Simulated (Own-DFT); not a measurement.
## Calculated data, W₃₁C₃₃ (WC crystal with substituted atoms, atoms displaced)

Computed with Own-DFT development build. A calculation, not a measurement: plane-wave density functional theory by an unreviewed code, no spin, of a simulated periodic cell, stress positive in tension, run twice, with PBE and with PBEsol, both on files made for PBE, so the change isn't that of files made for PBEsol, forces on such cells moved up to 12 meV/angstrom on a denser k mesh; the far tail of each file's local potential was reset to the Coulomb form; each entry is a single point on an unrelaxed cell, so the pressure reflects the starting lattice, taken from the Materials Project, from which strain is counted, and rises with the displacements; printed positions are rounded, which can move forces by about a meV/angstrom; the program, named Own-DFT, is a retired in-house code; no spin-orbit coupling; stress was not checked against mesh or cutoff.

Settings shared by all entries: functional PBE, then PBEsol; potential files PseudoDojo norm-conserving, scalar-relativistic, standard set; wave cutoff 50 hartree; occupations cold (Marzari-Vanderbilt); smearing width 0.2 eV; k mesh 4 x 4 x 4 centred on Gamma.

(1) 
```xyz
64
Lattice="5.8332 -5.0517 -2.8394 0.0000 -5.0517 8.5183 -5.8332 -5.0517 -2.8394" Properties=species:S:1:pos:R:3:PBE_force_x:R:1:PBE_force_y:R:1:PBE_force_z:R:1:PBEsol_force_x:R:1:PBEsol_force_y:R:1:PBEsol_force_z:R:1 formula=W31C33 PBE_pressure=4.58 PBE_stress_xx=-4.92 PBE_stress_yy=-3.25 PBE_stress_zz=-5.57 PBE_stress_yz=-0.12 PBE_stress_xz=0.12 PBE_stress_xy=0.48 PBEsol_pressure=-3.35 PBEsol_stress_xx=2.87 PBEsol_stress_yy=4.53 PBEsol_stress_zz=2.65 PBEsol_stress_yz=-0.12 PBEsol_stress_xz=0.12 PBEsol_stress_xy=0.47 rms_change_of_force_components_from_PBE_to_PBEsol=0.025
W     -1.4898   -12.5505     2.8156      1.093     -0.931      1.203       1.08     -0.933      1.186
C     -0.0271   -11.8061     4.3316      0.124      0.821     -1.391      0.123      0.814     -1.372
W     -2.9225   -10.0555     2.8475      0.114     -0.901      0.778      0.106     -0.888      0.745
C     -1.4160    -9.2508     4.3571     -1.303     -0.182     -1.916     -1.288     -0.166     -1.887
W     -4.2680    -7.6134    -0.0298     -4.631      0.794      1.023     -4.548      0.792      1.014
C     -2.9528    -6.7929     1.3742      1.018      0.994        0.7      1.009      0.971      0.694
W     -4.3544    -7.5539     2.8485     -0.325     -1.387     -0.008     -0.313     -1.377     -0.015
C     -2.8720    -6.7293     4.2013     -1.211      0.456      1.278     -1.194      0.452      1.261
W      1.4566   -12.5644     2.8251      0.136     -1.283      1.207      0.138     -1.265      1.196
C      2.9012   -11.7619     4.2641     -0.655      0.853     -1.131      -0.66      0.845     -1.145
W     -0.0099   -10.0634    -2.7406      0.098     -1.128     -2.968      0.089     -1.097     -2.937
C      1.4171    -9.2155    -1.4478      0.511     -0.705      0.665      0.487     -0.695       0.65
W     -0.0143   -10.1187     0.0323      0.041       0.64     -1.457      0.041      0.633     -1.444
C      1.4583    -9.3678     1.3913       0.27      1.908       0.07      0.262      1.867      0.076
W      0.0086   -10.0723     2.7980     -0.339     -0.361      1.697     -0.331     -0.365      1.672
C      1.4457    -9.2533     4.2625      0.148      0.471     -0.275      0.135      0.476     -0.278
W     -1.4736    -7.5727    -2.7961     -0.012      0.371     -1.197     -0.015      0.366      -1.18
C      0.0029    -6.7204    -1.4101     -0.655      0.607     -0.277     -0.647      0.588     -0.277
W     -1.4775    -7.5576    -0.0303      0.609      0.014      1.177       0.58     -0.003       1.16
C     -0.0003    -6.6622     1.4254     -0.266     -1.728     -0.905     -0.258     -1.703     -0.889
W     -1.5536    -7.6513     2.8710      2.896      1.569     -2.214       2.85      1.564     -2.174
C     -0.0150    -6.7521     4.2458      0.099      0.187      0.065      0.105      0.184      0.063
W     -1.4813    -7.5361     5.5827      0.397     -0.311       4.48        0.4     -0.321      4.349
C     -0.0123    -6.7056     7.1426       0.92     -0.356     -1.884      0.924     -0.333     -1.881
W     -2.9033    -5.0545    -2.8034     -0.736       0.76     -0.301     -0.717      0.747     -0.298
C     -1.4178    -4.1526    -1.4558     -0.734     -0.917     -0.437      -0.73     -0.919     -0.453
W     -2.9029    -5.0092     0.0237     -0.252       0.26     -0.963     -0.283      0.227      -0.95
C     -1.4805    -4.2030     1.3974      0.411     -0.703      1.413      0.401     -0.717      1.414
W     -2.8272    -5.1066     2.8121     -2.131      1.845       0.06       -2.1      1.817      0.065
C      4.3056    -9.1721     1.3969      1.177     -1.749     -0.484      1.151     -1.732     -0.474
W      2.9059   -10.0445     2.8218      0.163     -1.156      1.066      0.153     -1.149      1.033
C      4.4597    -9.2133     4.3261     -1.227     -0.532     -0.679     -1.206     -0.516     -0.668
W      1.4316    -7.5461    -2.8326      1.361     -0.002     -0.554      1.305     -0.037     -0.532
C      2.8891    -6.7640    -1.3393     -0.973      0.927     -0.556     -0.977      0.931      -0.52
W      1.3702    -7.5605    -0.0463      2.176      -0.02      2.115      2.154      0.002       2.06
C      3.0386    -6.7069     1.3413     -2.308     -0.031      1.765     -2.275     -0.028      1.735
W      1.4300    -7.5130     2.8655      1.262     -2.075     -1.784      1.227     -2.033     -1.738
C      2.8982    -6.6357     4.3005      0.235     -1.374     -0.754      0.218     -1.351     -0.736
W      1.4467    -7.5281     5.6329       0.09     -1.068      2.146      0.097     -1.054      2.115
C     -2.9592   -11.8086     4.2918      0.809      0.885     -0.487      0.796      0.875     -0.477
W     -0.0623   -10.0620     5.6749      2.447     -0.903      0.865      2.414     -0.892      0.855
C      1.5926    -4.2703    -1.4804     -3.142       2.05      1.151     -3.096      2.026      1.146
W      0.0026    -4.9450     0.0204     -0.614     -0.871     -1.137     -0.574     -0.892     -1.113
C      1.4104    -4.2096     1.4514      1.105      -0.26     -0.779      1.101     -0.262     -0.772
W     -0.0025    -5.1715     2.8236     -0.687      4.407      0.747      -0.67      4.344      0.728
C     -4.3557    -9.2561     1.4398     -0.337       -0.3     -0.324     -0.318     -0.305     -0.313
W      0.0452    -5.0737     5.6540     -1.308      0.587      0.896     -1.282      0.585      0.894
C     -4.4148    -9.3079     4.2401      0.788      0.823      0.747      0.782      0.809      0.725
C     -1.5014    -2.4952     0.0545      0.224      0.434      0.411      0.219       0.42      0.417
C     -0.0470    -1.6698     1.3620      0.887     -0.086      2.018      0.882     -0.076      2.008
W      4.3226    -7.5202    -0.0155      2.487     -1.984     -0.964      2.442     -1.961       -0.9
C      0.0727   -11.8488    -1.3339     -0.969      1.124     -1.771     -0.958      1.118     -1.731
W      4.4573    -7.6650     2.8470     -1.748       3.01     -0.037     -1.715       2.98      -0.04
C      0.0406   -11.7487     1.4020     -0.537      -0.49      0.523     -0.524      -0.48      0.514
W      2.9537    -4.9952    -2.7539      0.016     -2.188     -4.062      0.021     -2.124     -3.999
C     -1.4436    -9.1897    -4.2811      0.092     -0.551      0.641      0.075     -0.543       0.63
W      2.8992    -5.0478    -0.0585      0.925          0      2.722      0.923      0.001      2.674
C     -1.5315    -9.2332    -1.4337      0.742     -0.599      0.691      0.742     -0.587      0.682
W      2.9045    -5.0657     2.8847      0.395      0.189      -2.36      0.385      0.211     -2.322
C     -1.5194    -9.1964     1.3398       0.79     -0.924      1.289       0.77     -0.916      1.274
W      1.5204    -2.5150     0.0011     -2.349     -0.388     -0.164     -2.283     -0.399     -0.145
C     -2.9670    -6.7362    -1.3510      1.236       0.72     -1.479      1.228      0.704     -1.463
W      5.7763    -5.1053    -2.8152      1.721      0.996     -0.159      1.699      1.023     -0.167
C      1.4770    -9.2199    -4.2444     -0.563     -0.256      0.246     -0.552     -0.254      0.252
```

Units: PBE_pressure, PBE_stress_xx, PBE_stress_yy, PBE_stress_zz, PBE_stress_yz, PBE_stress_xz, PBE_stress_xy, PBEsol_pressure, PBEsol_stress_xx, PBEsol_stress_yy, PBEsol_stress_zz, PBEsol_stress_yz, PBEsol_stress_xz, PBEsol_stress_xy in GPa; rms_change_of_force_components_from_PBE_to_PBEsol, PBE_force_x, PBE_force_y, PBE_force_z, PBEsol_force_x, PBEsol_force_y, PBEsol_force_z in eV/Å.

(2) 
```xyz
64
Lattice="5.8332 -5.0517 -2.8394 0.0000 -5.0517 8.5183 -5.8332 -5.0517 -2.8394" Properties=species:S:1:pos:R:3:PBE_force_x:R:1:PBE_force_y:R:1:PBE_force_z:R:1:PBEsol_force_x:R:1:PBEsol_force_y:R:1:PBEsol_force_z:R:1 formula=W31C33 PBE_pressure=4.29 PBE_stress_xx=-3.47 PBE_stress_yy=-4.48 PBE_stress_zz=-4.91 PBE_stress_yz=-0.64 PBE_stress_xz=0.11 PBE_stress_xy=0.14 PBEsol_pressure=-3.64 PBEsol_stress_xx=4.29 PBEsol_stress_yy=3.31 PBEsol_stress_zz=3.32 PBEsol_stress_yz=-0.63 PBEsol_stress_xz=0.11 PBEsol_stress_xy=0.14 rms_change_of_force_components_from_PBE_to_PBEsol=0.021
W     -1.5476   -12.5938     2.8267      1.203     -1.166      0.514      1.222     -1.159      0.505
C      0.0855   -11.7492     4.2396     -1.624     -1.042      0.407     -1.597     -1.017      0.399
W     -2.8947   -10.1197     2.8335     -0.989       0.62      0.468     -0.973      0.639      0.458
C     -1.5122    -9.1899     4.2448      0.673     -1.236      0.096      0.663     -1.224        0.1
W     -4.3765    -7.6660     0.0325      0.356      2.347     -0.634       0.35      2.329     -0.624
C     -2.9600    -6.7564     1.5433      0.419      0.135       -1.9      0.418      0.135     -1.876
W     -4.4019    -7.6084     2.8803      0.975      0.283     -0.594      0.956      0.283     -0.592
C     -2.8733    -6.7306     4.2463     -0.901       0.13       0.56     -0.885      0.133      0.553
W      1.4140   -12.6315     2.8298      1.735     -0.837      1.363      1.712     -0.817      1.333
C      2.9345   -11.7863     4.2688     -0.417      -0.28     -0.041     -0.412     -0.268     -0.047
W      0.0781   -10.1736    -2.7932     -2.544       1.39     -1.437     -2.514      1.368     -1.429
C      1.4468    -9.2756    -1.4448      0.151      0.283      1.036      0.149      0.279      1.024
W     -0.0260   -10.0888     0.0012      1.298     -0.694      0.132      1.284     -0.697      0.125
C      1.4802    -9.3579     1.3785     -0.187      1.135      0.935     -0.188      1.131      0.922
W     -0.0059   -10.1496     2.8558      0.659      1.268     -1.439      0.664      1.244     -1.409
C      1.4169    -9.2969     4.2618      1.146     -0.023     -2.196       1.13     -0.044     -2.191
W     -1.4634    -7.6093    -2.8844     -0.632      0.573      1.087     -0.614      0.592      1.074
C     -0.0380    -6.7309    -1.4900       0.14     -0.498      0.614      0.142     -0.502      0.611
W     -1.4440    -7.5549     0.0409     -1.148      -1.34     -1.407     -1.126     -1.321      -1.39
C     -0.0249    -6.7192     1.4361      0.491     -0.593      0.024      0.482     -0.591      0.024
W     -1.4818    -7.5481     2.8470      1.074     -0.982      0.131      1.053     -0.971      0.138
C     -0.0047    -6.7385     4.3344     -0.311     -0.738      -2.42     -0.323     -0.711     -2.414
W     -1.4906    -7.6092     5.6688      0.876      0.464      0.984      0.835      0.445      0.961
C     -0.0478    -6.7249     7.0856     -0.618      -0.29      1.406     -0.624     -0.283      1.418
W     -2.8898   -10.1142     5.6596      -1.47     -0.075      0.999      -1.46     -0.079      0.982
C     -1.4903    -4.2772    -1.3814      0.125      0.299     -1.219      0.112      0.293     -1.198
W     -2.9813    -5.0805     0.0408      1.981     -0.394     -0.878      1.956     -0.388     -0.871
C     -1.4111    -4.2739     1.4241     -0.205      0.607      0.136     -0.206        0.6      0.133
W     -2.8649    -5.0222     2.8296     -0.831     -0.844      0.918      -0.83     -0.851      0.907
C     -1.3806    -4.2536     4.2908     -0.844      1.099     -0.611     -0.831      1.075     -0.608
W      2.9464   -10.1219     2.8584     -0.875      0.305     -0.797     -0.867       0.29     -0.784
C      4.3661    -9.2823     4.2109      0.425      0.591      0.689      0.413      0.572      0.687
W      1.4276    -7.5695    -2.8007      1.166     -0.298     -1.752      1.143     -0.304     -1.729
C      2.9456    -6.7035    -1.4654     -0.234     -1.296     -0.142     -0.227     -1.288      -0.13
W      1.4252    -7.6270    -0.0166      0.704      0.492      0.344      0.693      0.489      0.332
C      2.9743    -6.7498     1.4781     -0.777     -0.987     -0.609      -0.76     -0.963     -0.602
W      1.4496    -7.6289     2.7831       0.33      0.289      2.203      0.317      0.292      2.114
C      2.9728    -6.6466     4.3164      0.144     -1.085     -2.561      0.165     -1.056     -2.549
C      1.4720    -7.5840     5.6896     -0.128     -0.105      0.276     -0.127     -0.107       0.27
C     -2.9200   -11.7031     4.3054      0.671     -0.806      0.717      0.681     -0.786      0.727
W      0.0459   -10.0753     5.5751     -0.792      0.324        3.3     -0.821      0.288      3.252
C      1.4857    -4.1713    -1.3754     -0.262     -1.576      0.428     -0.269     -1.574      0.437
W     -0.0373    -5.1353    -0.0657      1.937      2.069      1.574      1.902      2.042      1.561
C      1.4816    -4.2644     1.4953     -0.677      0.113     -1.896     -0.671       0.11     -1.854
W      0.0612    -5.0899     2.9127     -1.496      -0.12     -2.618     -1.479     -0.119     -2.572
C     -4.3159    -9.2803     1.3829     -0.496     -0.107      1.711     -0.495     -0.104      1.684
W      0.0168    -5.1238     5.6136      0.362      0.716      3.067      0.357      0.745      3.025
C     -4.4765    -9.2501     4.2675      1.309     -0.728     -0.307      1.292     -0.708     -0.304
W     -1.4481    -2.6129    -0.0101     -0.762      1.875     -0.181     -0.737      1.868     -0.181
C     -0.0164    -1.6382     1.3743     -0.131     -1.565      1.476     -0.127      -1.55      1.456
W      4.3919    -7.5466    -0.0266      0.528     -2.295      0.654      0.515     -2.243       0.65
C      0.0345   -11.7765    -1.3663     -0.028     -0.512      -0.73     -0.035     -0.504     -0.718
W      4.4425    -7.4899     2.8208     -1.698     -2.918      1.409     -1.669     -2.878      1.394
C      0.0387   -11.8694     1.4857     -1.187      1.486     -0.957     -1.175      1.473     -0.946
W      2.9501   -10.0155     5.6365     -1.367     -1.445      1.631     -1.321     -1.452      1.602
C      4.3805    -4.2413    -1.3894       0.24     -0.032     -0.511      0.244     -0.043     -0.508
W      2.9775    -5.2598     0.0291     -2.107      5.916     -1.252     -2.064      5.837     -1.227
C     -1.5109    -9.3162    -1.4472      1.002      0.702      0.276      0.992      0.681      0.276
W      2.9078    -5.0712     2.8203      1.169     -0.309      1.013      1.161     -0.313      1.005
C     -1.4294    -9.3184     1.3615     -0.517      1.066      1.154     -0.509      1.049      1.135
W      1.3507    -2.4946     0.0545      3.405     -1.738     -2.199      3.351     -1.688     -2.119
C     -2.9184    -6.7481    -1.3736      -0.23     -0.381     -0.666     -0.232     -0.372     -0.654
W     -0.0092    -0.0559     0.0208     -0.392       1.91     -1.193     -0.371      1.868     -1.181
C     -4.3856    -4.2819    -1.3744      0.185      0.851     -0.585      0.182      0.828      -0.57
```

Units: PBE_pressure, PBE_stress_xx, PBE_stress_yy, PBE_stress_zz, PBE_stress_yz, PBE_stress_xz, PBE_stress_xy, PBEsol_pressure, PBEsol_stress_xx, PBEsol_stress_yy, PBEsol_stress_zz, PBEsol_stress_yz, PBEsol_stress_xz, PBEsol_stress_xy in GPa; rms_change_of_force_components_from_PBE_to_PBEsol, PBE_force_x, PBE_force_y, PBE_force_z, PBEsol_force_x, PBEsol_force_y, PBEsol_force_z in eV/Å.
